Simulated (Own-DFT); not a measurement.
# Misfit strain and the stress it brings: wurtzite AlN, 72 atoms (Al36N36)

Calculated, not measured: single-point runs of Own-DFT, a retired in-house plane-wave DFT program that no person has reviewed, on unrelaxed cells, without spin or spin-orbit coupling.

Settings: PBE; PseudoDojo norm-conserving scalar-relativistic files; cutoff 42 hartree; 4 x 4 x 3 k mesh centred on Gamma; Gaussian smearing of 0.01 eV.

Limits: k mesh not checked against a denser one; stress not checked against mesh or cutoff.

Unstrained cell vectors in Å: (9.336, 0.000, 0.000); (-4.668, 8.085, 0.000); (0.000, 0.000, 9.964). The unstrained cell has measured lattice constants (interpolated for alloys), not those of this functional. That, the random moves and any unrelaxed bonds set the pressure at no strain. Each run strains x and y alike by e, as a substrate would, and holds the height along z. Each coordinate of each atom was shifted by a normal deviate of width 0.05 Å. Stress is positive in tension.

```
e (%),u (Å),(s_xx + s_yy)/2 (GPa),s_zz (GPa)
-3.00,0.050,-26.20,-9.63
-2.75,0.048,-23.13,-10.85
-2.00,0.051,-19.20,-6.99
-1.75,0.052,-17.09,-8.10
-1.50,0.050,-15.67,-7.62
-1.00,0.049,-12.26,-5.90
0.75,0.050,?,?
2.25,0.050,5.01,-0.82
2.75,0.054,7.88,-1.32
3.00,0.054,9.19,-0.76
```

## Worked fit

With e as a fraction, the in-plane stress is -6.5 + 576 e - 2005 e² GPa (errors 7 and 577, scatter 0.47), and s_zz is -5.1 + 157 e GPa (slope ± 13, scatter 0.87). At e = 0 the first slope is C11 + C12 and the second 2 C13, both with the ions held to the strained lattice and at the cell's own pressure. The term in e² is negative: the layer stiffens under compression and softens under tension. A free layer would change its height as e changes, and the in-plane slope would drop by 2 C13²/C33 to the biaxial modulus. At fixed height, a misfit of 1 % moves the in-plane stress by about 5.8 GPa and s_zz by 1.6 GPa.

## Prediction

The question: what are the two stresses at e = 0.75 %?

Estimate: -2.3 and -3.9 GPa. The hidden result is -1.08 and -5.19 GPa.
